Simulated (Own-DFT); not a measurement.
# Same atoms, different arrangement: C16Si16, 32 atoms

The numbers are computed, not measured, by runs of the plane-wave DFT program Own-DFT (in-house, retired, unreviewed) at fixed positions, with no spin and no spin-orbit coupling.

Method: PBE; PseudoDojo norm-conserving scalar-relativistic files; cutoff 42 hartree; 5 x 5 x 3 k mesh centred on Gamma; Fermi-Dirac smearing of 0.1 eV.

Caveats: forces on such cells passed a denser k mesh, each cell not checked; stress not checked against mesh or cutoff.

All cells hold the same atoms in the same cell, with vectors in Å (6.165, 0.000, 0.000); (-3.083, 5.339, 0.000); (0.000, 0.000, 10.068). Atoms are randomly off their ideal sites, by an rms of u per axis. Free energies are per cell, over the lowest run. The arrangements:

- A: 2H SiC
- B: 4H SiC

| arrangement | u (Å) | E (eV) | P (GPa) |
|---|---|---|---|
| A | 0.0261 | 0.141 | 3.67 |
| A | 0.0282 | 0.305 | 3.83 |
| A | 0.0338 | 0.754 | 4.07 |
| A | 0.0544 | 2.752 | 5.84 |
| A | 0.0554 | 3.876 | 6.71 |
| A | 0.0555 | 3.015 | 5.87 |
| B | 0.0291 | 0.000 | 3.44 |
| B | 0.0299 | 0.322 | 3.75 |
| B | 0.0332 | 0.426 | 3.80 |
| B | 0.0519 | 2.160 | 5.08 |
| B | 0.0544 | 3.089 | 6.05 |
| B | 0.0602 | 3.891 | 6.06 |

Q: which arrangement lies lowest after the energy of the random moves is removed?

## Answer

Fit E = a + b u², with one b for all and one a for each arrangement, and with residuals divided by u², since the noise grows with the moves. Then b = 1301 eV/Å², the scatter at u = 0.04 Å is 0.19 eV, and against A:

- B: -0.25 ± 0.08 eV (lower)

The cells share one lattice and weren't relaxed, which can shift such small differences either way.
